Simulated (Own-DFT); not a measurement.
## Calculated data, Si₇Ge (layered order of Si and Ge on the diamond lattice, atoms displaced), Al₃GaN₄ (wurtzite random alloy, strained, atoms displaced)

A calculation, not a measurement: plane-wave PBEsol density functional theory by an unreviewed code, no spin, of a simulated periodic cell, stress positive in tension, free energy of the whole cell less one offset for each atom, forces on such cells passed a denser k mesh, this cell's mesh not checked; offsets are fitted by least squares, one for each functional and potential file, so energies compare only between cells with the same atoms and settings and are not formation energies; the far tail of each file's local potential was reset to the Coulomb form; each entry is a single point on an unrelaxed cell, so the pressure reflects the starting lattice, mostly measured values, from which strain is counted, and rises with the displacements; printed positions are rounded, which can move forces by about a meV/angstrom; the program is a retired in-house code; no spin-orbit coupling. Program: Own-DFT development build.

Common to all runs: functional PBEsol; potential files PseudoDojo norm-conserving, scalar-relativistic, made for PBE, standard set; wave cutoff 42 hartree; occupations Fermi-Dirac; smearing width 0.1 eV.

(1) 
```cif
# cell vector a (Å): 10.9187 0.0000 0.0000
# cell vector b (Å): 0.0000 10.9187 0.0000
# cell vector c (Å): 0.0000 0.0000 10.9187
data_Si7Ge
_symmetry_space_group_name_H-M 'P 1'
_symmetry_Int_Tables_number 1
_cell_length_a 10.9187
_cell_length_b 10.9187
_cell_length_c 10.9187
_cell_angle_alpha 90.000
_cell_angle_beta 90.000
_cell_angle_gamma 90.000
_cell_volume 1301.71
loop_
_atom_site_label
_atom_site_type_symbol
_atom_site_fract_x
_atom_site_fract_y
_atom_site_fract_z
_atom_site_occupancy
Ge1 Ge 0.00533 0.99704 0.00466 1
Si1 Si 0.00766 0.24798 0.25542 1
Si2 Si 0.24734 0.00573 0.25226 1
Ge2 Ge 0.24982 0.24682 0.99674 1
Si3 Si 0.12862 0.12117 0.11510 1
Si4 Si 0.13056 0.36801 0.36860 1
Si5 Si 0.38302 0.11951 0.37552 1
Si6 Si 0.36895 0.37624 0.11838 1
Si7 Si 0.99922 0.00598 0.49336 1
Si8 Si 0.00303 0.24656 0.75068 1
Si9 Si 0.26194 0.00211 0.75581 1
Si10 Si 0.24976 0.25773 0.50463 1
Si11 Si 0.12959 0.13052 0.62158 1
Si12 Si 0.12349 0.37765 0.88926 1
Si13 Si 0.38027 0.12659 0.87677 1
Si14 Si 0.37099 0.36453 0.63179 1
Ge3 Ge 0.00044 0.50541 0.99328 1
Si15 Si 0.99823 0.75270 0.25238 1
Si16 Si 0.24280 0.50177 0.24333 1
Ge4 Ge 0.24642 0.74973 0.99646 1
Si17 Si 0.12708 0.63291 0.12191 1
Si18 Si 0.12878 0.86652 0.38224 1
Si19 Si 0.37276 0.63582 0.37552 1
Si20 Si 0.37217 0.87474 0.11872 1
Si21 Si 0.99402 0.49963 0.50277 1
Si22 Si 0.00393 0.75172 0.74426 1
Si23 Si 0.25853 0.50176 0.74993 1
Si24 Si 0.25269 0.75764 0.50069 1
Si25 Si 0.11892 0.62168 0.62344 1
Si26 Si 0.11742 0.87342 0.87052 1
Si27 Si 0.37278 0.64122 0.87578 1
Si28 Si 0.37678 0.86341 0.62640 1
Ge5 Ge 0.49911 0.00165 0.00251 1
Si29 Si 0.49705 0.25806 0.25855 1
Si30 Si 0.74843 0.00332 0.24695 1
Ge6 Ge 0.74605 0.25055 0.00224 1
Si31 Si 0.62186 0.12780 0.11836 1
Si32 Si 0.61841 0.37289 0.37921 1
Si33 Si 0.87750 0.12101 0.37163 1
Si34 Si 0.87782 0.37329 0.13103 1
Si35 Si 0.50071 0.00217 0.50163 1
Si36 Si 0.50036 0.25761 0.75014 1
Si37 Si 0.74203 0.00667 0.74886 1
Si38 Si 0.75100 0.24667 0.49595 1
Si39 Si 0.62855 0.12450 0.63018 1
Si40 Si 0.62449 0.37252 0.87904 1
Si41 Si 0.87624 0.11742 0.87767 1
Si42 Si 0.86548 0.37817 0.62638 1
Ge7 Ge 0.50413 0.50817 0.99940 1
Si43 Si 0.52083 0.75318 0.24983 1
Si44 Si 0.74311 0.49574 0.24375 1
Ge8 Ge 0.75250 0.74690 0.99659 1
Si45 Si 0.63688 0.62757 0.11743 1
Si46 Si 0.61722 0.88061 0.36946 1
Si47 Si 0.88238 0.62686 0.37637 1
Si48 Si 0.87154 0.86669 0.12817 1
Si49 Si 0.50396 0.50264 0.50512 1
Si50 Si 0.50339 0.75003 0.74776 1
Si51 Si 0.74352 0.50522 0.74263 1
Si52 Si 0.74861 0.74767 0.50375 1
Si53 Si 0.63782 0.61336 0.63391 1
Si54 Si 0.63104 0.87864 0.89008 1
Si55 Si 0.87142 0.61919 0.87281 1
Si56 Si 0.87563 0.87645 0.62130 1
_calc_hardware 'one NVIDIA H100'
_calc_k_mesh '3 x 3 x 3 centred on Gamma'
_calc_free_energy_of_cell_above_offsets '-1.414'  # eV
_calc_pressure 1.41  # GPa
_calc_stress_xx -1.4  # GPa
_calc_stress_yy -1.44  # GPa
_calc_stress_zz -1.39  # GPa
_calc_stress_yz 0.14  # GPa
_calc_stress_xz -1.57  # GPa
_calc_stress_xy 0.48  # GPa
_calc_wall_time 334  # s
```

Force:
| element | x (eV/Å) | y (eV/Å) | z (eV/Å) |
| --- | --- | --- | --- |
| Ge | -1.371 | -0.882 | -0.381 |
| Si | -0.664 | -0.789 | -1.393 |
| Si | 0.325 | -1.124 | -0.127 |
| Ge | 0.329 | 0.107 | 0.067 |
| Si | -0.037 | 0.694 | 2.039 |
| Si | -0.291 | 1.556 | 1.199 |
| Si | -1.196 | 1.167 | 0.218 |
| Si | 0.845 | 0.373 | 1.099 |
| Si | 0.787 | -0.99 | 1.016 |
| Si | -0.481 | 0.74 | 0.475 |
| Si | -1.226 | -0.633 | -0.888 |
| Si | 0.46 | -1.311 | -1.275 |
| Si | -0.145 | -0.891 | 0.473 |
| Si | 0.648 | -0.396 | -2.796 |
| Si | 0.371 | 0.382 | -0.719 |
| Si | 0.701 | 2.026 | -0.647 |
| Ge | -0.559 | -0.032 | 1.893 |
| Si | 0.779 | -0.318 | -0.039 |
| Si | 0.857 | 0.258 | 0.454 |
| Ge | -0.323 | 1.213 | 0.08 |
| Si | -1.134 | -0.565 | 0.711 |
| Si | -0.918 | 1.92 | -1.27 |
| Si | 0.955 | -0.973 | -0.628 |
| Si | 0.352 | -0.034 | 1.69 |
| Si | 0.622 | -0.849 | -0.62 |
| Si | -1.236 | -0.46 | 0.231 |
| Si | -1.102 | 0.139 | 0.746 |
| Si | -0.475 | -1.778 | 0.686 |
| Si | 1.38 | 0.037 | -0.088 |
| Si | 1.278 | 0.588 | -0.171 |
| Si | 0.948 | -1.821 | -1.047 |
| Si | 0.456 | 1.966 | 0.147 |
| Ge | -0.298 | -0.171 | 0.024 |
| Si | -0.409 | -0.878 | -1.65 |
| Si | -0.142 | -0.274 | -0.3 |
| Ge | 1.463 | -0.137 | -0.285 |
| Si | -0.271 | 0.33 | 2.032 |
| Si | 0.92 | 0.736 | 0.054 |
| Si | -0.413 | 0.704 | -0.37 |
| Si | 0.157 | 0.145 | -0.21 |
| Si | -0.006 | -0.746 | 0.755 |
| Si | 0.508 | -1.344 | 0.477 |
| Si | 1.603 | -1.746 | 1.121 |
| Si | -0.061 | 0.089 | 0.283 |
| Si | -1.148 | 1.127 | -1.136 |
| Si | 0.052 | 1.126 | -0.967 |
| Si | -0.194 | 0.798 | -0.529 |
| Si | 0.928 | -0.888 | -0.095 |
| Ge | -0.932 | -0.203 | -0.246 |
| Si | -2.644 | -1.038 | -1.402 |
| Si | 0.967 | 0.219 | 1.211 |
| Ge | 1.033 | 0.202 | -0.183 |
| Si | -1.042 | -0.562 | 1.384 |
| Si | 1.847 | 0.621 | 1.665 |
| Si | -1.518 | -0.488 | -0.325 |
| Si | 0.323 | 1.154 | 0.226 |
| Si | -1.078 | -0.191 | 0.143 |
| Si | 1.197 | -0.08 | 0.826 |
| Si | 2.413 | -3.248 | 3.672 |
| Si | 0.052 | 0.334 | -0.759 |
| Si | -3.455 | 3.499 | -2.917 |
| Si | -0.826 | 0.181 | -2.437 |
| Si | 0.372 | 0.875 | -1.464 |
| Si | -0.328 | 0.531 | 0.27 |

(2) 
```cif
# cell vector a (Å): 10.9187 0.0000 0.0000
# cell vector b (Å): 0.0000 10.9187 0.0000
# cell vector c (Å): 0.0000 0.0000 10.9187
data_Si7Ge
_symmetry_space_group_name_H-M 'P 1'
_symmetry_Int_Tables_number 1
_cell_length_a 10.9187
_cell_length_b 10.9187
_cell_length_c 10.9187
_cell_angle_alpha 90.000
_cell_angle_beta 90.000
_cell_angle_gamma 90.000
_cell_volume 1301.71
loop_
_atom_site_label
_atom_site_type_symbol
_atom_site_fract_x
_atom_site_fract_y
_atom_site_fract_z
_atom_site_occupancy
Ge1 Ge 0.00365 0.00212 0.00175 1
Si1 Si 0.00642 0.24417 0.24357 1
Si2 Si 0.25653 0.00105 0.25333 1
Ge2 Ge 0.25008 0.25279 0.99614 1
Si3 Si 0.12202 0.12274 0.13007 1
Si4 Si 0.12633 0.38092 0.37944 1
Si5 Si 0.38074 0.12566 0.37943 1
Si6 Si 0.38239 0.38212 0.12953 1
Si7 Si 0.00120 0.00387 0.49779 1
Si8 Si 0.00703 0.24892 0.76146 1
Si9 Si 0.23870 0.99172 0.74752 1
Si10 Si 0.24645 0.26004 0.49815 1
Si11 Si 0.12454 0.11550 0.62339 1
Si12 Si 0.13518 0.37537 0.86997 1
Si13 Si 0.37885 0.11837 0.87908 1
Si14 Si 0.37626 0.37705 0.62225 1
Ge3 Ge 0.99204 0.51122 0.00652 1
Si15 Si 0.98918 0.75734 0.25024 1
Si16 Si 0.25259 0.49837 0.25165 1
Ge4 Ge 0.25270 0.75286 0.99834 1
Si17 Si 0.12284 0.61548 0.11815 1
Si18 Si 0.12640 0.87979 0.37380 1
Si19 Si 0.38982 0.61936 0.36834 1
Si20 Si 0.37790 0.87854 0.12273 1
Si21 Si 0.01693 0.49519 0.50425 1
Si22 Si 0.99392 0.74390 0.74823 1
Si23 Si 0.24484 0.50568 0.75440 1
Si24 Si 0.25555 0.74573 0.50051 1
Si25 Si 0.12862 0.62363 0.62487 1
Si26 Si 0.13207 0.87678 0.86748 1
Si27 Si 0.36898 0.63806 0.87589 1
Si28 Si 0.37508 0.86911 0.63351 1
Ge5 Ge 0.49806 0.00582 0.99812 1
Si29 Si 0.49314 0.24813 0.24910 1
Si30 Si 0.74986 0.00229 0.25714 1
Ge6 Ge 0.74410 0.25356 0.00313 1
Si31 Si 0.62331 0.12305 0.12889 1
Si32 Si 0.63857 0.37042 0.38700 1
Si33 Si 0.87938 0.12466 0.37444 1
Si34 Si 0.87275 0.36857 0.11795 1
Si35 Si 0.49658 0.99752 0.49083 1
Si36 Si 0.49844 0.25243 0.75434 1
Si37 Si 0.74885 0.00314 0.75422 1
Si38 Si 0.74492 0.25266 0.49474 1
Si39 Si 0.62808 0.12003 0.62516 1
Si40 Si 0.62224 0.38305 0.86835 1
Si41 Si 0.87390 0.12472 0.87982 1
Si42 Si 0.86602 0.38260 0.63331 1
Ge7 Ge 0.51163 0.50726 0.99896 1
Si43 Si 0.50649 0.74752 0.25580 1
Si44 Si 0.75306 0.50273 0.24691 1
Ge8 Ge 0.75086 0.75785 0.00208 1
Si45 Si 0.62782 0.63394 0.12561 1
Si46 Si 0.62601 0.87912 0.36933 1
Si47 Si 0.86880 0.63234 0.37254 1
Si48 Si 0.86990 0.86183 0.12866 1
Si49 Si 0.50731 0.49334 0.50023 1
Si50 Si 0.50044 0.75840 0.74928 1
Si51 Si 0.75341 0.49218 0.74779 1
Si52 Si 0.74597 0.74487 0.49621 1
Si53 Si 0.63070 0.61938 0.61710 1
Si54 Si 0.63140 0.86935 0.88347 1
Si55 Si 0.87128 0.62142 0.87842 1
Si56 Si 0.87152 0.88823 0.62034 1
_calc_hardware 'one NVIDIA H100'
_calc_k_mesh '3 x 3 x 3 centred on Gamma'
_calc_free_energy_of_cell_above_offsets '-0.696'  # eV
_calc_pressure 1.75  # GPa
_calc_stress_xx -1.74  # GPa
_calc_stress_yy -1.65  # GPa
_calc_stress_zz -1.87  # GPa
_calc_stress_yz 0.58  # GPa
_calc_stress_xz -0.67  # GPa
_calc_stress_xy 0.35  # GPa
_calc_wall_time 311.2  # s
```

Force:
| element | x (eV/Å) | y (eV/Å) | z (eV/Å) |
| --- | --- | --- | --- |
| Ge | -0.645 | -1.237 | -0.026 |
| Si | -1.095 | 1.523 | 1.186 |
| Si | -0.252 | 0.195 | -0.246 |
| Ge | 0.731 | -0.476 | 1.256 |
| Si | 1.793 | -0.244 | -0.597 |
| Si | 0.064 | -1.205 | -1.852 |
| Si | -1.4 | 0.834 | -0.331 |
| Si | -0.449 | -0.43 | -0.826 |
| Si | -0.046 | -0.507 | -0.208 |
| Si | -0.944 | -0.222 | -1.328 |
| Si | 2.546 | 1.441 | -0.578 |
| Si | 0.638 | -1.671 | 0.646 |
| Si | 0.006 | 1.97 | 0.141 |
| Si | -1.543 | 0.655 | 0.831 |
| Si | -1.687 | 1.125 | -1.895 |
| Si | -0.394 | 0.211 | 0.904 |
| Ge | 0.21 | -2.555 | -1.327 |
| Si | 2.25 | -1.5 | 0.627 |
| Si | -0.069 | 0.51 | -0.247 |
| Ge | -1.104 | 0.513 | 1.049 |
| Si | 1.045 | 2.175 | 2.132 |
| Si | 0.036 | -0.724 | 0.1 |
| Si | -1.275 | -0.103 | 1.113 |
| Si | 0.088 | -0.62 | 1.073 |
| Si | -3.039 | 1.131 | 0.417 |
| Si | 0.244 | 1.009 | -0.268 |
| Si | 1.568 | 0.082 | -0.71 |
| Si | 0.141 | 0.007 | -0.497 |
| Si | -0.174 | 0.635 | 0.162 |
| Si | -2.284 | -1.526 | 1.273 |
| Si | 1.557 | -1.566 | -0.962 |
| Si | -0.514 | 1.261 | -1.667 |
| Ge | 1.427 | -1.397 | 0.747 |
| Si | 1.483 | 0.387 | 0.656 |
| Si | 0.56 | -0.171 | -1.225 |
| Ge | -0.571 | -0.609 | -1.047 |
| Si | -0.03 | 0.417 | 0.425 |
| Si | -2.509 | 1.811 | -3.379 |
| Si | -0.237 | 0.819 | -0.028 |
| Si | 0.756 | 0.839 | 1.58 |
| Si | 0.533 | -0.525 | 1.898 |
| Si | -0.06 | -0.656 | -0.773 |
| Si | 0.184 | -0.41 | 0.173 |
| Si | 2.584 | -2.183 | 2.565 |
| Si | -0.939 | 0.668 | -0.338 |
| Si | 0.253 | -1.06 | 0.337 |
| Si | 0.102 | 0.443 | -0.172 |
| Si | 2.979 | -2.543 | -2.166 |
| Ge | -1.472 | 0.504 | -0.018 |
| Si | -0.397 | 1.098 | -1.31 |
| Si | -0.112 | -0.596 | 0.195 |
| Ge | 0.276 | -2.049 | -0.231 |
| Si | 0.303 | -0.663 | 0.5 |
| Si | -0.118 | -0.725 | 0.994 |
| Si | 1.461 | -1.323 | 0.333 |
| Si | 0.459 | 3.282 | 0.001 |
| Si | -0.267 | 0.125 | -0.202 |
| Si | 1.287 | -1.631 | 0.558 |
| Si | -1.402 | 2.518 | 1.268 |
| Si | 0.223 | 1.709 | 0.35 |
| Si | -0.707 | 0.443 | 1.443 |
| Si | -1.469 | 1.721 | -1.788 |
| Si | -0.533 | 0.737 | -1.048 |
| Si | -0.05 | -1.673 | 0.357 |

(3) 
```cif
# cell vector a (Å): 10.9187 0.0000 0.0000
# cell vector b (Å): 0.0000 10.9187 0.0000
# cell vector c (Å): 0.0000 0.0000 10.9187
data_Si7Ge
_symmetry_space_group_name_H-M 'P 1'
_symmetry_Int_Tables_number 1
_cell_length_a 10.9187
_cell_length_b 10.9187
_cell_length_c 10.9187
_cell_angle_alpha 90.000
_cell_angle_beta 90.000
_cell_angle_gamma 90.000
_cell_volume 1301.71
loop_
_atom_site_label
_atom_site_type_symbol
_atom_site_fract_x
_atom_site_fract_y
_atom_site_fract_z
_atom_site_occupancy
Ge1 Ge 0.99311 0.99999 0.00486 1
Si1 Si 0.00589 0.25215 0.25393 1
Si2 Si 0.26087 0.99716 0.23232 1
Ge2 Ge 0.25325 0.25438 0.00986 1
Si3 Si 0.13095 0.11875 0.12021 1
Si4 Si 0.12281 0.38498 0.37448 1
Si5 Si 0.37904 0.11962 0.38704 1
Si6 Si 0.37648 0.38059 0.12338 1
Si7 Si 0.99927 0.99893 0.49558 1
Si8 Si 0.99218 0.25423 0.73794 1
Si9 Si 0.25455 0.00251 0.75398 1
Si10 Si 0.25106 0.25601 0.48926 1
Si11 Si 0.12793 0.13378 0.62221 1
Si12 Si 0.12222 0.38485 0.87632 1
Si13 Si 0.37346 0.11587 0.87579 1
Si14 Si 0.36998 0.37534 0.62735 1
Ge3 Ge 0.01172 0.50599 0.00124 1
Si15 Si 0.99772 0.75526 0.25744 1
Si16 Si 0.26212 0.50553 0.24561 1
Ge4 Ge 0.24140 0.74333 0.00385 1
Si17 Si 0.12113 0.62754 0.11318 1
Si18 Si 0.12551 0.87606 0.38481 1
Si19 Si 0.37467 0.63222 0.38273 1
Si20 Si 0.36976 0.87424 0.12053 1
Si21 Si 0.00013 0.49899 0.49494 1
Si22 Si 0.99203 0.74664 0.74389 1
Si23 Si 0.24919 0.50426 0.75168 1
Si24 Si 0.24963 0.74861 0.49579 1
Si25 Si 0.12631 0.62238 0.62374 1
Si26 Si 0.12845 0.87183 0.87962 1
Si27 Si 0.37854 0.62519 0.87000 1
Si28 Si 0.38498 0.87860 0.62316 1
Ge5 Ge 0.49837 0.00595 0.99232 1
Si29 Si 0.50142 0.25225 0.25245 1
Si30 Si 0.75286 0.00168 0.24596 1
Ge6 Ge 0.74377 0.26275 0.00266 1
Si31 Si 0.62141 0.12022 0.11511 1
Si32 Si 0.63207 0.36741 0.37982 1
Si33 Si 0.88449 0.12882 0.37728 1
Si34 Si 0.88090 0.36589 0.12363 1
Si35 Si 0.50591 0.98994 0.49782 1
Si36 Si 0.49369 0.24551 0.74387 1
Si37 Si 0.75200 0.00189 0.75953 1
Si38 Si 0.75067 0.25229 0.50002 1
Si39 Si 0.62481 0.12697 0.62753 1
Si40 Si 0.61530 0.37940 0.87997 1
Si41 Si 0.87651 0.13002 0.88140 1
Si42 Si 0.86668 0.36813 0.61854 1
Ge7 Ge 0.49237 0.50294 0.00630 1
Si43 Si 0.49382 0.74463 0.25204 1
Si44 Si 0.75648 0.49295 0.25688 1
Ge8 Ge 0.74118 0.74225 0.99891 1
Si45 Si 0.62828 0.63131 0.11376 1
Si46 Si 0.63192 0.88084 0.37558 1
Si47 Si 0.87640 0.61719 0.38070 1
Si48 Si 0.87752 0.87586 0.13095 1
Si49 Si 0.49663 0.51078 0.50351 1
Si50 Si 0.49005 0.74947 0.75132 1
Si51 Si 0.75307 0.49970 0.75602 1
Si52 Si 0.75788 0.74068 0.49687 1
Si53 Si 0.63131 0.62210 0.62221 1
Si54 Si 0.62721 0.87810 0.86972 1
Si55 Si 0.87049 0.62281 0.88193 1
Si56 Si 0.87553 0.87114 0.62492 1
_calc_hardware 'one NVIDIA H100'
_calc_k_mesh '3 x 3 x 3 centred on Gamma'
_calc_free_energy_of_cell_above_offsets '-1.006'  # eV
_calc_pressure 1.58  # GPa
_calc_stress_xx -1.7  # GPa
_calc_stress_yy -1.63  # GPa
_calc_stress_zz -1.41  # GPa
_calc_stress_yz 0.52  # GPa
_calc_stress_xz -0.08  # GPa
_calc_stress_xy 0.14  # GPa
_calc_wall_time 338.7  # s
```

Force:
| element | x (eV/Å) | y (eV/Å) | z (eV/Å) |
| --- | --- | --- | --- |
| Ge | 1.01 | -0.138 | -0.713 |
| Si | 0.551 | -0.618 | -0.658 |
| Si | -1.303 | 0.934 | 3.132 |
| Ge | -0.516 | -0.366 | -1.781 |
| Si | -0.742 | 0.775 | 1.128 |
| Si | 1.16 | -0.381 | -1.18 |
| Si | -0.164 | 0.197 | -1.924 |
| Si | 0.222 | -0.973 | 1.671 |
| Si | 0.247 | 0.33 | 1.503 |
| Si | 0.985 | -0.386 | 1.599 |
| Si | -1.092 | -0.728 | -1.121 |
| Si | -0.243 | -0.106 | 0.885 |
| Si | -0.007 | -0.715 | -0.074 |
| Si | 0.613 | -1.636 | -1.187 |
| Si | -0.382 | 2.495 | -0.513 |
| Si | 0.185 | 0.399 | -0.598 |
| Ge | -2.774 | -1.339 | -0.423 |
| Si | 0.529 | -0.95 | -0.166 |
| Si | -1.615 | 0.504 | 0.491 |
| Ge | 2.004 | 1.016 | -1.507 |
| Si | 0.366 | 0.296 | 4.298 |
| Si | 0.635 | 0.259 | -1.987 |
| Si | 0.111 | -0.913 | -1.092 |
| Si | 1.756 | -1.37 | -0.574 |
| Si | -0.04 | -0.258 | 1.706 |
| Si | 1.107 | -0.136 | 1.238 |
| Si | 0.051 | -0.417 | -0.131 |
| Si | -0.158 | 0.818 | 1.607 |
| Si | -0.402 | 0.262 | -0.138 |
| Si | -1.121 | 0.385 | -1.343 |
| Si | -1.195 | -0.136 | 0.842 |
| Si | -1.748 | -0.606 | 0.261 |
| Ge | 0.378 | -2.015 | 0.609 |
| Si | 0.031 | -0.762 | -0.128 |
| Si | -0.133 | 0.782 | 0.323 |
| Ge | 0.088 | -1.311 | -0.455 |
| Si | 0.57 | 1.099 | 1.761 |
| Si | -1.493 | 1.516 | -0.604 |
| Si | -1.159 | -0.073 | -0.547 |
| Si | 0.374 | 1.44 | 0.839 |
| Si | 0.483 | 1.418 | 0.686 |
| Si | 0.15 | 0.385 | 1.088 |
| Si | 0.507 | 0.344 | -1.244 |
| Si | -0.188 | -1.903 | -0.08 |
| Si | 0.354 | -0.695 | -0.339 |
| Si | -0.028 | -0.141 | -1.458 |
| Si | -0.398 | 0.578 | -0.81 |
| Si | 0.699 | 1.998 | 0.634 |
| Ge | 0.959 | 0.675 | -1.017 |
| Si | 1.225 | 1.292 | -0.644 |
| Si | -0.413 | 0.257 | -1.268 |
| Ge | 1.951 | 2.848 | -1.052 |
| Si | -1.691 | -2.27 | 3.668 |
| Si | 0.17 | -1.68 | -0.852 |
| Si | 0.277 | 0.663 | -1.411 |
| Si | -0.931 | -0.891 | -0.132 |
| Si | 0.574 | -1.773 | 0.028 |
| Si | 2.219 | 0.357 | -0.73 |
| Si | -0.671 | -0.616 | -0.509 |
| Si | -0.91 | 1.321 | 0.435 |
| Si | -0.463 | 0.591 | 1.035 |
| Si | -0.946 | -0.85 | 0.198 |
| Si | 0.95 | 0.05 | -0.929 |
| Si | -0.565 | 0.869 | -0.345 |

(4) 
```cif
# cell vector a (Å): 9.4877 0.0000 0.0000
# cell vector b (Å): -4.7438 8.2166 0.0000
# cell vector c (Å): 0.0000 0.0000 10.0655
data_Al3GaN4
_symmetry_space_group_name_H-M 'P 1'
_symmetry_Int_Tables_number 1
_cell_length_a 9.4877
_cell_length_b 9.4877
_cell_length_c 10.0655
_cell_angle_alpha 90.000
_cell_angle_beta 90.000
_cell_angle_gamma 120.000
_cell_volume 784.67
loop_
_atom_site_label
_atom_site_type_symbol
_atom_site_fract_x
_atom_site_fract_y
_atom_site_fract_z
_atom_site_occupancy
Ga1 Ga 0.11666 0.21622 0.01273 1
Al1 Al 0.22714 0.10941 0.25111 1
N1 N 0.11696 0.22374 0.18767 1
N2 N 0.22081 0.10963 0.43835 1
Al2 Al 0.11541 0.22750 0.49784 1
Al3 Al 0.21137 0.11134 0.75103 1
N3 N 0.10890 0.21594 0.68669 1
N4 N 0.22043 0.11920 0.94360 1
Al4 Al 0.10904 0.55669 0.99616 1
Al5 Al 0.22408 0.44318 0.25433 1
N5 N 0.11803 0.55462 0.18799 1
N6 N 0.21962 0.45061 0.44660 1
Ga2 Ga 0.10962 0.54951 0.48838 1
Al6 Al 0.22237 0.45374 0.74773 1
N7 N 0.12283 0.56589 0.68706 1
N8 N 0.21209 0.43957 0.93058 1
Al7 Al 0.11629 0.89015 0.99785 1
Al8 Al 0.23017 0.78163 0.26182 1
N9 N 0.11691 0.88795 0.19145 1
N10 N 0.21353 0.77109 0.43270 1
Al9 Al 0.11957 0.88927 0.49685 1
Al10 Al 0.21931 0.77325 0.75491 1
N11 N 0.10612 0.89062 0.70108 1
N12 N 0.21456 0.77889 0.94087 1
Al11 Al 0.44818 0.22368 0.99409 1
Al12 Al 0.56258 0.12052 0.24457 1
N13 N 0.43282 0.21796 0.19031 1
N14 N 0.55310 0.11148 0.44247 1
Al13 Al 0.44083 0.21348 0.49721 1
Al14 Al 0.55516 0.12145 0.74213 1
N15 N 0.43606 0.22922 0.68487 1
N16 N 0.55479 0.11584 0.93897 1
Ga3 Ga 0.45435 0.55517 0.99007 1
Al15 Al 0.55349 0.44354 0.25534 1
N17 N 0.45048 0.55486 0.19124 1
N18 N 0.56477 0.44866 0.43671 1
Ga4 Ga 0.44702 0.55054 0.49623 1
Al16 Al 0.55854 0.44664 0.75159 1
N19 N 0.44598 0.55837 0.68483 1
N20 N 0.55870 0.44590 0.94278 1
Al17 Al 0.45407 0.89712 0.99601 1
Al18 Al 0.55157 0.77524 0.26127 1
N21 N 0.43936 0.87920 0.18413 1
N22 N 0.55567 0.77029 0.43976 1
Al19 Al 0.44725 0.88468 0.50370 1
Al20 Al 0.54951 0.76804 0.75464 1
N23 N 0.45089 0.88834 0.69695 1
N24 N 0.54944 0.78004 0.93103 1
Ga5 Ga 0.77637 0.22007 0.99521 1
Al21 Al 0.89455 0.12102 0.25890 1
N25 N 0.77430 0.21618 0.19205 1
N26 N 0.88527 0.11813 0.43190 1
Ga6 Ga 0.76943 0.21941 0.49737 1
Al22 Al 0.89261 0.11061 0.75276 1
N27 N 0.78089 0.22130 0.68406 1
N28 N 0.89657 0.10764 0.93812 1
Ga7 Ga 0.78292 0.56073 0.99893 1
Al23 Al 0.87752 0.43600 0.25469 1
N29 N 0.77922 0.55813 0.18800 1
N30 N 0.89764 0.44242 0.45027 1
Al24 Al 0.77987 0.55909 0.49937 1
Al25 Al 0.89743 0.45324 0.74976 1
N31 N 0.78046 0.55798 0.68277 1
N32 N 0.89486 0.45221 0.94168 1
Al26 Al 0.77846 0.89121 0.99343 1
Ga8 Ga 0.88404 0.77678 0.25448 1
N33 N 0.77985 0.88808 0.18603 1
N34 N 0.88612 0.77979 0.44220 1
Ga9 Ga 0.78061 0.90200 0.50304 1
Al27 Al 0.88122 0.77302 0.74339 1
N35 N 0.77900 0.89374 0.69775 1
N36 N 0.90010 0.78883 0.94191 1
_calc_k_mesh '4 x 4 x 3 centred on Gamma'
_calc_free_energy_of_cell_above_offsets '-23.017'  # eV
_calc_pressure -0.55  # GPa
_calc_stress_xx 1.68  # GPa
_calc_stress_yy 3.48  # GPa
_calc_stress_zz -3.51  # GPa
_calc_stress_yz -0.34  # GPa
_calc_stress_xz 0.62  # GPa
_calc_stress_xy 1.37  # GPa
```

Force:
| element | x (eV/Å) | y (eV/Å) | z (eV/Å) |
| --- | --- | --- | --- |
| Ga | -2.071 | 1.654 | -2.824 |
| Al | -1.507 | -1.096 | -0.478 |
| N | -0.524 | -0.005 | 4.483 |
| N | 0.098 | 0.356 | 0.313 |
| Al | -0.4 | -0.738 | 0.514 |
| Al | 1.03 | -0.078 | 0.433 |
| N | -1.043 | 1.475 | -0.483 |
| N | 3.181 | -1.526 | -1.373 |
| Al | 1.335 | 0.383 | 1.219 |
| Al | 0.086 | 0.622 | -1.388 |
| N | -1.017 | -0.356 | 0.993 |
| N | 2.97 | -2.388 | -1.814 |
| Ga | -0.485 | 2.121 | 2.273 |
| Al | 0.937 | -1.529 | -0.481 |
| N | -1.231 | -0.87 | 0.236 |
| N | 0.697 | 0.729 | 0.985 |
| Al | -0.746 | 0.703 | 0.959 |
| Al | -0.746 | -0.761 | -4.945 |
| N | -0.009 | 0.317 | 0.181 |
| N | 1.311 | 1.502 | 3.357 |
| Al | -1.814 | -0.175 | 1.024 |
| Al | -0.114 | 1.636 | -0.343 |
| N | 1.11 | -0.443 | -1.823 |
| N | 1.999 | -0.074 | -0.245 |
| Al | -1.46 | -0.042 | 1.088 |
| Al | -1.477 | -2.131 | 0.286 |
| N | 2.591 | 1.285 | -0.439 |
| N | -0.574 | -1.451 | -1.094 |
| Al | -0.811 | 1.515 | 0.127 |
| Al | 0.593 | -0.914 | 0.305 |
| N | 1.059 | -0.607 | 0.746 |
| N | -0.064 | -0.275 | -0.865 |
| Ga | -2.996 | 0.476 | 1.757 |
| Al | 0.355 | 0.12 | -1.905 |
| N | -0.795 | -0.015 | 0.565 |
| N | 0.21 | -1.65 | 0.728 |
| Ga | -0.169 | 0.08 | 0.504 |
| Al | -0.423 | 0.051 | -0.935 |
| N | 0.388 | -0.737 | 1.574 |
| N | 1.186 | -1.124 | -1.656 |
| Al | -1.515 | -1.433 | 0.281 |
| Al | 0.868 | 0.276 | -3.363 |
| N | 0.701 | 1.645 | 1.167 |
| N | -1.081 | 1.595 | 1.021 |
| Al | -0.481 | -0.244 | 0.167 |
| Al | 0.309 | 1.493 | -2.092 |
| N | -1.322 | 0.517 | -0.987 |
| N | 1.349 | 0.256 | 1.868 |
| Ga | 1.218 | 0.52 | 0.142 |
| Al | 0.566 | -1.609 | -3.86 |
| N | 0.26 | 1.055 | 0.081 |
| N | 1.514 | 0.176 | 2.385 |
| Ga | 0.892 | 0.612 | 0.595 |
| Al | -0.348 | 0.573 | -0.449 |
| N | -0.477 | 0.591 | 2.24 |
| N | -1.409 | 0.371 | 0.216 |
| Ga | 0.1 | 0.878 | 0.263 |
| Al | 1.425 | 1.566 | -0.776 |
| N | -0.026 | -1.817 | 1.45 |
| N | -3.709 | -0.145 | -2.266 |
| Al | 0.584 | 0.009 | -0.492 |
| Al | 0.134 | -0.665 | -0.717 |
| N | -0.241 | -0.685 | 1.481 |
| N | -0.168 | -1.089 | -1.241 |
| Al | 0.304 | -0.554 | 0.916 |
| Ga | 0.842 | 0.736 | -1.152 |
| N | -1.553 | 0.99 | 0.493 |
| N | 1.024 | 0.123 | 1.269 |
| Ga | 0.564 | -1.092 | 0.215 |
| Al | 0.71 | 1.15 | 1.113 |
| N | -0.424 | -0.929 | -0.396 |
| N | -1.27 | -0.911 | -1.132 |
